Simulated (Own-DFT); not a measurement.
SiGe₃ (layered order of Si and Ge on the diamond lattice, atoms displaced) (calculated)

A calculation, not a measurement: plane-wave density functional theory by an unreviewed code, no spin, of a simulated periodic cell, stress positive in tension, run twice, with PBE and with PBEsol, both on files made for PBE, so the change isn't that of files made for PBEsol, forces on such cells moved up to 12 meV/angstrom on a denser k mesh; the far tail of each file's local potential was reset to the Coulomb form; each entry is a single point on an unrelaxed cell, so the pressure reflects the starting lattice, mostly measured values (interpolated for alloys), from which strain is counted, and rises with the displacements; printed positions are rounded, which can move forces by about a meV/angstrom; the program, named Own-DFT, is a retired in-house code; no spin-orbit coupling; stress was not checked against mesh or cutoff. Program: Own-DFT development build.

Settings shared by all entries: functional PBE, then PBEsol; potential files PseudoDojo norm-conserving, scalar-relativistic, standard set; wave cutoff 42 hartree; occupations Fermi-Dirac; smearing width 0.1 eV; k mesh 3 x 3 x 3 centred on Gamma.

(1) SiGe₃ (layered order of Si and Ge on the diamond lattice, atoms displaced)

```
SiGe3
1.0
     11.2025     0.0000     0.0000
      0.0000    11.2025     0.0000
      0.0000     0.0000    11.2025
Ge Si Ge Si Ge Si Ge Si Ge Si Ge Si Ge Si Ge Si Ge
9 2 2 2 10 2 2 2 10 2 2 2 10 2 2 2 1
Direct
  0.99788 0.00203 0.99981
  0.99799 0.25325 0.25268
  0.24926 0.00010 0.25259
  0.24972 0.24716 0.99605
  0.12618 0.12448 0.12649
  0.12124 0.37598 0.37146
  0.37490 0.12433 0.37056
  0.37543 0.38102 0.12528
  0.99910 0.99617 0.50304
  0.99792 0.24499 0.74649
  0.24818 0.99812 0.75014
  0.24894 0.25000 0.49784
  0.12322 0.12348 0.62654
  0.12513 0.37668 0.87510
  0.37585 0.12462 0.87239
  0.37867 0.37477 0.62344
  0.00128 0.50244 0.99921
  0.00088 0.74825 0.25059
  0.24857 0.49826 0.24863
  0.24742 0.75025 0.00006
  0.12892 0.62252 0.12157
  0.12672 0.87854 0.37626
  0.37468 0.62409 0.37353
  0.37576 0.87647 0.12183
  0.00156 0.50000 0.49816
  0.99806 0.74783 0.74991
  0.24834 0.50349 0.75247
  0.25360 0.75075 0.49559
  0.13130 0.62148 0.62309
  0.12172 0.87973 0.88003
  0.37596 0.62583 0.87567
  0.37272 0.87482 0.62503
  0.49937 0.99580 0.00007
  0.49871 0.25203 0.25193
  0.75110 0.99738 0.25279
  0.75052 0.25249 0.00065
  0.62429 0.12526 0.12483
  0.62591 0.37890 0.37427
  0.87387 0.12483 0.37185
  0.87966 0.37551 0.13068
  0.49753 0.99951 0.50102
  0.50132 0.24885 0.74844
  0.74773 0.00224 0.74701
  0.75130 0.24800 0.49853
  0.62515 0.13141 0.62549
  0.62565 0.37375 0.87263
  0.86976 0.12460 0.87428
  0.87529 0.37393 0.62261
  0.49659 0.49925 0.99699
  0.49677 0.74874 0.25238
  0.75376 0.50519 0.24841
  0.75395 0.75286 0.00226
  0.62613 0.62649 0.12456
  0.62311 0.87245 0.37438
  0.87930 0.62350 0.37634
  0.87596 0.87231 0.12254
  0.50327 0.49868 0.50193
  0.50165 0.74885 0.74780
  0.74599 0.50123 0.75341
  0.74719 0.74752 0.50728
  0.62489 0.62808 0.62599
  0.62341 0.87211 0.87865
  0.87481 0.62370 0.87732
  0.87041 0.87357 0.62618
```

- PBE pressure: 3.37 GPa
- PBE stress xx: -3.38 GPa
- PBE stress yy: -3.36 GPa
- PBE stress zz: -3.35 GPa
- PBE stress yz: 0.21 GPa
- PBE stress xz: 0.22 GPa
- PBE stress xy: -0.3 GPa
- PBEsol pressure: 0.66 GPa
- PBEsol stress xx: -0.68 GPa
- PBEsol stress yy: -0.66 GPa
- PBEsol stress zz: -0.65 GPa
- PBEsol stress yz: 0.2 GPa
- PBEsol stress xz: 0.21 GPa
- PBEsol stress xy: -0.28 GPa
- rms change of force components from PBE to PBEsol: 0.041 eV/Å

Force:
```tsv
force element	PBE force x (eV/Å)	PBE force y (eV/Å)	PBE force z (eV/Å)	PBEsol force x (eV/Å)	PBEsol force y (eV/Å)	PBEsol force z (eV/Å)
Ge	-0.173	0.293	-0.244	-0.169	0.28	-0.159
Ge	0.425	-0.902	-0.316	0.409	-0.863	-0.305
Ge	0.234	-0.114	-0.667	0.227	-0.105	-0.641
Ge	0.231	0.518	-0.016	0.218	0.502	0.057
Ge	-0.337	0.261	-0.034	-0.326	0.25	-0.03
Ge	0.573	-0.065	0.531	0.549	-0.061	0.511
Ge	0.002	0.147	0.671	-0.002	0.143	0.649
Ge	-0.199	-1.088	-0.247	-0.191	-1.049	-0.23
Ge	-0.262	0.42	-0.266	-0.247	0.409	-0.265
Si	-0.031	0.634	1.057	-0.024	0.622	0.961
Si	0.022	0.153	0.645	0.021	0.149	0.552
Ge	-0.005	-0.021	0.047	-0.003	-0.023	0.036
Ge	0.321	-0.041	0.157	0.309	-0.046	0.076
Si	-0.277	-0.412	-0.789	-0.278	-0.41	-0.698
Si	0.073	-0.324	-0.446	0.069	-0.32	-0.358
Ge	-0.682	0.027	0.856	-0.658	0.034	0.758
Ge	-0.135	-0.512	-0.353	-0.12	-0.495	-0.26
Ge	0.438	0.188	-0.206	0.42	0.18	-0.199
Ge	0.034	0.253	0.208	0.034	0.245	0.194
Ge	0.399	0.3	-0.747	0.388	0.285	-0.648
Ge	-0.446	0.325	0.505	-0.433	0.314	0.493
Ge	-0.392	-0.579	-0.065	-0.374	-0.561	-0.064
Ge	0.079	-0.537	0.257	0.076	-0.507	0.246
Ge	-0.512	-0.417	0.672	-0.494	-0.404	0.656
Ge	0.097	-0.141	0.48	0.093	-0.139	0.448
Si	0.374	0.102	0.481	0.372	0.105	0.398
Si	0.675	-0.661	0.366	0.659	-0.643	0.279
Ge	-0.34	-0.086	0.345	-0.326	-0.084	0.33
Ge	-0.599	0.694	0.387	-0.59	0.679	0.298
Si	0.119	-0.639	-1.122	0.108	-0.627	-1.02
Si	-0.256	0.289	-0.744	-0.248	0.284	-0.647
Ge	0.193	-0.097	0.658	0.191	-0.095	0.556
Ge	0.193	0.795	-0.73	0.177	0.768	-0.629
Ge	0.222	0.193	-0.432	0.212	0.185	-0.416
Ge	-0.25	-0.057	-0.644	-0.242	-0.052	-0.622
Ge	0.071	0.028	-0.273	0.067	0.021	-0.193
Ge	0.046	-0.114	0.146	0.046	-0.109	0.148
Ge	0.415	-0.309	-0.119	0.398	-0.302	-0.111
Ge	0.38	-0.317	0.59	0.362	-0.303	0.572
Ge	-0.524	0.374	-0.934	-0.506	0.366	-0.892
Ge	0.346	0.319	-0.052	0.33	0.305	-0.061
Si	-0.227	0.291	0.752	-0.219	0.285	0.653
Si	-0.294	-0.262	0.945	-0.296	-0.263	0.845
Ge	-0.163	0.478	-0.246	-0.159	0.466	-0.239
Ge	-0.136	-0.821	0.104	-0.12	-0.796	0.024
Si	-0.333	0.037	-0.145	-0.33	0.029	-0.059
Si	0.327	0.059	-0.53	0.321	0.062	-0.437
Ge	-0.134	0.233	0.812	-0.132	0.222	0.711
Ge	0.789	0.225	-0.376	0.759	0.212	-0.285
Ge	0.262	0.139	-0.668	0.256	0.135	-0.644
Ge	-0.288	-0.375	0.181	-0.275	-0.368	0.18
Ge	-0.582	-0.594	-0.953	-0.559	-0.572	-0.845
Ge	-0.33	0.015	-0.22	-0.311	0.018	-0.202
Ge	0.138	0.026	0.54	0.13	0.026	0.524
Ge	-0.591	0.584	0.288	-0.567	0.558	0.271
Ge	0.334	0.555	0.731	0.318	0.534	0.71
Ge	-0.228	0.482	-0.231	-0.221	0.462	-0.232
Si	-0.413	0.309	0.922	-0.402	0.3	0.82
Si	0.539	-0.13	0.024	0.527	-0.119	-0.059
Ge	0.479	0.253	-1.323	0.46	0.247	-1.279
Ge	-0.255	-0.812	0.841	-0.237	-0.784	0.733
Si	0.349	0.176	-1.106	0.348	0.176	-1.005
Si	-0.151	0.183	-0.7	-0.146	0.18	-0.603
Ge	0.364	0.068	0.744	0.351	0.061	0.645
```

(2) SiGe₃ (layered order of Si and Ge on the diamond lattice, atoms displaced)

```
SiGe3
1.0
     11.2025     0.0000     0.0000
      0.0000    11.2025     0.0000
      0.0000     0.0000    11.2025
Ge Si Ge Si Ge Si Ge Si Ge Si Ge Si Ge Si Ge Si Ge
9 2 2 2 10 2 2 2 10 2 2 2 10 2 2 2 1
Direct
  0.00449 0.99731 0.00012
  0.00513 0.24937 0.25071
  0.25293 0.00462 0.24661
  0.25146 0.25032 0.99946
  0.12435 0.12202 0.12564
  0.12185 0.37215 0.37511
  0.37449 0.12814 0.37348
  0.37144 0.37119 0.12421
  0.00259 0.99905 0.49734
  0.00088 0.24877 0.74922
  0.25226 0.99729 0.74948
  0.24986 0.24572 0.49953
  0.12715 0.12293 0.62166
  0.12437 0.37372 0.87443
  0.37454 0.12517 0.87156
  0.37275 0.37274 0.62616
  0.99838 0.49696 0.99904
  0.99480 0.75409 0.25015
  0.24589 0.50233 0.25179
  0.25595 0.75264 0.99874
  0.12040 0.62414 0.12622
  0.12790 0.87680 0.37778
  0.37788 0.62258 0.37424
  0.37323 0.87831 0.12453
  0.00107 0.50135 0.50349
  0.00339 0.74850 0.75053
  0.24694 0.50017 0.75275
  0.24988 0.74666 0.50097
  0.12714 0.62687 0.62751
  0.12172 0.87742 0.87460
  0.37799 0.62942 0.87793
  0.37961 0.88120 0.62921
  0.50376 0.00340 0.00042
  0.50021 0.24686 0.24949
  0.75114 0.00270 0.24786
  0.74718 0.24844 0.99853
  0.61813 0.12464 0.12861
  0.62715 0.37751 0.37311
  0.87523 0.12780 0.37306
  0.87373 0.37343 0.12579
  0.49818 0.00096 0.50097
  0.49751 0.25056 0.74802
  0.75505 0.00082 0.75535
  0.75307 0.24894 0.49610
  0.62330 0.12222 0.62803
  0.62362 0.37794 0.87089
  0.87431 0.12522 0.87782
  0.87489 0.37555 0.62364
  0.50087 0.49902 0.99475
  0.50225 0.74865 0.25395
  0.75133 0.49662 0.25121
  0.75272 0.74966 0.99846
  0.62616 0.62353 0.12454
  0.62306 0.87294 0.37278
  0.88259 0.62690 0.37662
  0.87318 0.87345 0.12802
  0.50125 0.49838 0.49400
  0.50153 0.75331 0.74534
  0.75225 0.50033 0.74966
  0.75374 0.74964 0.49932
  0.62290 0.62263 0.62596
  0.62930 0.87456 0.87675
  0.87511 0.62820 0.87654
  0.87444 0.87377 0.62607
```

- PBE pressure: 3.38 GPa
- PBE stress xx: -3.34 GPa
- PBE stress yy: -3.38 GPa
- PBE stress zz: -3.41 GPa
- PBE stress yz: -0.56 GPa
- PBE stress xz: 0.13 GPa
- PBE stress xy: 0.27 GPa
- PBEsol pressure: 0.67 GPa
- PBEsol stress xx: -0.64 GPa
- PBEsol stress yy: -0.68 GPa
- PBEsol stress zz: -0.7 GPa
- PBEsol stress yz: -0.53 GPa
- PBEsol stress xz: 0.13 GPa
- PBEsol stress xy: 0.25 GPa
- rms change of force components from PBE to PBEsol: 0.04 eV/Å

Force:
```tsv
force element	PBE force x (eV/Å)	PBE force y (eV/Å)	PBE force z (eV/Å)	PBEsol force x (eV/Å)	PBEsol force y (eV/Å)	PBEsol force z (eV/Å)
Ge	-0.938	0.186	-0.207	-0.911	0.191	-0.121
Ge	-0.758	-0.079	-0.508	-0.737	-0.076	-0.485
Ge	-0.265	-0.498	0.625	-0.255	-0.479	0.602
Ge	-0.498	-0.504	-0.754	-0.477	-0.485	-0.653
Ge	0.255	0.515	-0.392	0.253	0.497	-0.368
Ge	0.589	0.492	0.555	0.571	0.474	0.532
Ge	0.199	-0.42	0.236	0.189	-0.407	0.225
Ge	0.462	0.801	0.25	0.443	0.765	0.242
Ge	-0.662	0.123	0.356	-0.629	0.118	0.339
Si	-0.054	-0.053	0.401	-0.053	-0.055	0.312
Si	-0.534	0.465	0.685	-0.519	0.45	0.588
Ge	-0.076	0.692	-0.047	-0.075	0.665	-0.052
Ge	-0.206	-0.163	1.043	-0.196	-0.156	0.931
Si	-0.038	-0.055	-0.393	-0.039	-0.057	-0.301
Si	0.126	-0.042	-0.122	0.123	-0.04	-0.037
Ge	0.006	0.48	0.081	0	0.459	0.005
Ge	-0.044	0.2	-0.472	-0.045	0.196	-0.381
Ge	1.134	-0.144	0.236	1.092	-0.148	0.231
Ge	0.261	-0.446	-0.165	0.251	-0.435	-0.159
Ge	-1.142	-0.185	-0.205	-1.105	-0.164	-0.127
Ge	0.294	0.555	-0.424	0.282	0.53	-0.399
Ge	0.17	-0.255	-0.765	0.152	-0.243	-0.736
Ge	-0.531	0.222	0.023	-0.511	0.213	0.024
Ge	0.852	-0.241	0.149	0.818	-0.228	0.147
Ge	0.269	-0.148	-0.098	0.256	-0.143	-0.107
Si	-0.489	0.329	0.512	-0.477	0.316	0.416
Si	0.561	0.135	0.503	0.557	0.142	0.417
Ge	0.726	0.581	0.145	0.694	0.56	0.134
Ge	-0.078	-0.399	0.48	-0.075	-0.388	0.384
Si	0.896	-0.579	-0.644	0.876	-0.56	-0.548
Si	-0.058	-0.289	-1.242	-0.058	-0.285	-1.141
Ge	-0.67	-0.895	-0.191	-0.64	-0.858	-0.262
Ge	-0.601	-0.57	-0.948	-0.582	-0.545	-0.838
Ge	-0.212	1.036	0.343	-0.207	0.993	0.328
Ge	-0.434	-0.15	0.296	-0.422	-0.148	0.286
Ge	-0.305	0.211	-0.177	-0.296	0.209	-0.098
Ge	1.146	0.07	-0.503	1.106	0.065	-0.484
Ge	-0.16	-0.838	0.01	-0.153	-0.808	0.007
Ge	0.463	-0.497	-0.056	0.449	-0.478	-0.056
Ge	0.182	-0.352	-0.154	0.176	-0.335	-0.142
Ge	0.334	0.084	-0.541	0.322	0.079	-0.52
Si	0.28	-0.034	0.612	0.276	-0.031	0.518
Si	-0.407	-0.169	0.035	-0.401	-0.174	-0.05
Ge	-0.722	0.101	0.683	-0.691	0.104	0.648
Ge	0.589	0.331	0.275	0.563	0.315	0.195
Si	0.297	-0.487	-0.458	0.285	-0.477	-0.369
Si	0.52	0.009	-0.468	0.514	0.018	-0.372
Ge	0.032	-0.201	0.669	0.036	-0.192	0.572
Ge	-0.233	-0.003	0.281	-0.223	0.001	0.344
Ge	-0.5	0.05	-1.018	-0.479	0.049	-0.978
Ge	0.412	0.882	-0.082	0.395	0.846	-0.081
Ge	-0.348	0.004	-0.041	-0.337	0.007	0.04
Ge	0.012	-0.076	-0.049	0.013	-0.074	-0.04
Ge	0.663	0.57	0.594	0.639	0.545	0.573
Ge	-0.812	-0.466	-0.113	-0.788	-0.444	-0.107
Ge	-0.004	0.522	-0.767	-0.002	0.501	-0.732
Ge	-0.24	-0.206	1.005	-0.229	-0.193	0.962
Si	0.197	-0.227	1.216	0.192	-0.221	1.111
Si	-0.164	0.161	0.517	-0.155	0.159	0.426
Ge	-0.615	-0.177	0.087	-0.589	-0.17	0.078
Ge	0.385	0.159	0.038	0.374	0.152	-0.037
Si	-0.277	0.153	-0.678	-0.275	0.144	-0.585
Si	0.344	-0.532	-0.8	0.332	-0.519	-0.701
Ge	0.418	0.265	0.541	0.404	0.25	0.451
```

(3) SiGe₃ (layered order of Si and Ge on the diamond lattice, atoms displaced)

```
SiGe3
1.0
     11.2025     0.0000     0.0000
      0.0000    11.2025     0.0000
      0.0000     0.0000    11.2025
Ge Si Ge Si Ge Si Ge Si Ge Si Ge Si Ge Si Ge Si Ge
9 2 2 2 10 2 2 2 10 2 2 2 10 2 2 2 1
Direct
  0.99958 0.00242 0.99945
  0.99708 0.24910 0.24599
  0.24901 0.99780 0.24494
  0.25202 0.24710 0.99846
  0.12506 0.11923 0.12464
  0.12287 0.37701 0.37834
  0.37726 0.12058 0.37218
  0.37422 0.37476 0.12180
  0.99985 0.00075 0.50308
  0.99895 0.25107 0.75321
  0.24758 0.00279 0.74838
  0.24844 0.24723 0.50126
  0.12573 0.12511 0.62567
  0.12649 0.37922 0.87769
  0.37314 0.12249 0.88001
  0.37729 0.37591 0.62486
  0.99767 0.49998 0.99830
  0.99838 0.75099 0.25404
  0.25578 0.50099 0.24654
  0.25133 0.75322 0.00445
  0.12552 0.62708 0.12320
  0.12370 0.87377 0.37662
  0.37681 0.62795 0.38184
  0.37382 0.87701 0.12566
  0.00012 0.50316 0.50053
  0.99864 0.74623 0.74693
  0.24740 0.50250 0.75160
  0.24644 0.74749 0.50033
  0.12585 0.62632 0.62527
  0.12394 0.87850 0.87256
  0.37509 0.62409 0.87014
  0.37468 0.87465 0.62266
  0.49933 0.99870 0.00352
  0.50129 0.24258 0.24959
  0.74821 0.99705 0.25300
  0.75267 0.24740 0.00354
  0.62168 0.12518 0.12439
  0.62958 0.37495 0.37088
  0.87042 0.12028 0.37295
  0.87204 0.37671 0.12440
  0.50152 0.00309 0.49759
  0.49664 0.25063 0.74963
  0.74965 0.99907 0.74995
  0.75620 0.24778 0.49648
  0.62519 0.12395 0.62869
  0.62608 0.37879 0.87485
  0.87314 0.12229 0.87276
  0.87662 0.37360 0.62700
  0.49595 0.50265 0.99872
  0.50362 0.74732 0.25290
  0.74849 0.49842 0.25288
  0.75017 0.75059 0.99926
  0.62425 0.62274 0.12058
  0.62408 0.87380 0.37633
  0.87738 0.62394 0.37356
  0.87376 0.87825 0.12397
  0.49784 0.50349 0.50298
  0.50281 0.74670 0.75135
  0.75331 0.50428 0.75672
  0.74833 0.74839 0.50341
  0.61998 0.62551 0.62474
  0.62523 0.87871 0.87882
  0.87815 0.62305 0.86783
  0.87863 0.87555 0.62043
```

- PBE pressure: 3.43 GPa
- PBE stress xx: -3.44 GPa
- PBE stress yy: -3.44 GPa
- PBE stress zz: -3.4 GPa
- PBE stress yz: 0 GPa
- PBE stress xz: 0.13 GPa
- PBE stress xy: -0.45 GPa
- PBEsol pressure: 0.72 GPa
- PBEsol stress xx: -0.73 GPa
- PBEsol stress yy: -0.74 GPa
- PBEsol stress zz: -0.7 GPa
- PBEsol stress yz: 0.01 GPa
- PBEsol stress xz: 0.12 GPa
- PBEsol stress xy: -0.44 GPa
- rms change of force components from PBE to PBEsol: 0.041 eV/Å

Force:
```tsv
force element	PBE force x (eV/Å)	PBE force y (eV/Å)	PBE force z (eV/Å)	PBEsol force x (eV/Å)	PBEsol force y (eV/Å)	PBEsol force z (eV/Å)
Ge	-0.168	-0.384	-0.852	-0.158	-0.373	-0.745
Ge	0.319	-0.025	0.515	0.303	-0.025	0.502
Ge	-0.047	-0.068	0.968	-0.04	-0.068	0.931
Ge	-0.597	0.279	-0.162	-0.577	0.277	-0.08
Ge	-0.1	1.016	-0.147	-0.099	0.979	-0.142
Ge	0.343	-0.259	-0.753	0.331	-0.251	-0.726
Ge	-0.813	0.332	0.167	-0.776	0.321	0.158
Ge	0.461	-0.504	0.335	0.442	-0.481	0.326
Ge	0.272	0.315	-0.683	0.259	0.295	-0.665
Si	0.369	-0.057	0.4	0.364	-0.05	0.317
Si	0.46	-0.417	0.648	0.45	-0.402	0.551
Ge	0.473	0.322	-0.429	0.451	0.314	-0.415
Ge	-0.416	0.277	0.77	-0.406	0.271	0.668
Si	-0.122	-0.613	-0.598	-0.126	-0.604	-0.506
Si	0.318	0.017	-1.242	0.313	0.018	-1.136
Ge	-0.726	-0.135	0.613	-0.704	-0.123	0.523
Ge	0.2	0.231	-0.26	0.193	0.222	-0.18
Ge	0.122	0.111	-0.833	0.121	0.107	-0.799
Ge	-0.579	0.085	0.703	-0.564	0.081	0.679
Ge	-0.135	-0.159	-1.614	-0.13	-0.152	-1.49
Ge	-0.267	-0.167	0.388	-0.25	-0.157	0.382
Ge	0.142	0.338	-0.059	0.132	0.317	-0.06
Ge	-0.293	-0.231	-0.905	-0.279	-0.224	-0.878
Ge	0.666	-0.698	0.37	0.635	-0.671	0.358
Ge	-0.08	-0.34	0.348	-0.073	-0.332	0.328
Si	0.33	0.766	0.566	0.336	0.76	0.471
Si	0.323	-0.356	0.117	0.312	-0.349	0.028
Ge	0.321	0.573	0.099	0.315	0.553	0.093
Ge	-0.206	-0.303	0.592	-0.2	-0.29	0.488
Si	0	-0.526	-0.265	-0.007	-0.518	-0.183
Si	-0.308	0.488	0.162	-0.298	0.476	0.242
Ge	0.114	0.028	0.752	0.108	0.024	0.658
Ge	-0.058	0.125	-0.812	-0.06	0.125	-0.704
Ge	-0.312	1.291	0.01	-0.296	1.241	0.005
Ge	-0.443	0.039	-0.645	-0.425	0.039	-0.617
Ge	-0.511	0.178	-1.168	-0.5	0.181	-1.058
Ge	0.812	-0.438	0.07	0.782	-0.424	0.082
Ge	-1.002	-0.494	0.937	-0.957	-0.479	0.897
Ge	0.973	0.222	-0.059	0.934	0.22	-0.057
Ge	0.236	-0.024	0.093	0.227	-0.034	0.097
Ge	0.015	-0.495	0.513	0.013	-0.486	0.486
Si	0.414	-0.091	0.928	0.403	-0.088	0.837
Si	0.149	-0.292	0.373	0.143	-0.29	0.28
Ge	-0.777	0.275	0.694	-0.749	0.264	0.661
Ge	0.081	0.503	0.007	0.074	0.484	-0.072
Si	-0.069	-0.485	-0.144	-0.076	-0.479	-0.067
Si	0.104	0.368	-0.192	0.105	0.363	-0.105
Ge	-0.179	0.391	0.44	-0.172	0.382	0.351
Ge	0.212	-0.392	-0.792	0.211	-0.384	-0.691
Ge	-0.409	0.224	-0.424	-0.396	0.223	-0.399
Ge	0.337	0.66	-0.768	0.328	0.627	-0.744
Ge	0.303	-0.155	-0.708	0.291	-0.15	-0.615
Ge	0.186	0.13	0.486	0.175	0.129	0.479
Ge	0.194	-0.109	0.198	0.189	-0.103	0.184
Ge	-0.675	0.142	0.381	-0.65	0.139	0.37
Ge	0.191	-0.384	0.206	0.183	-0.37	0.209
Ge	0.557	-0.885	-0.569	0.533	-0.843	-0.548
Si	-0.398	0.875	0.48	-0.377	0.859	0.391
Si	-0.714	-0.657	-0.796	-0.713	-0.656	-0.866
Ge	0.219	-0.002	-0.461	0.21	0.004	-0.457
Ge	0.959	-0.205	1.039	0.931	-0.202	0.929
Si	-0.035	-0.493	-0.864	-0.04	-0.485	-0.765
Si	-0.097	0.638	0.594	-0.082	0.629	0.676
Ge	-0.636	-0.396	1.244	-0.615	-0.381	1.132
```
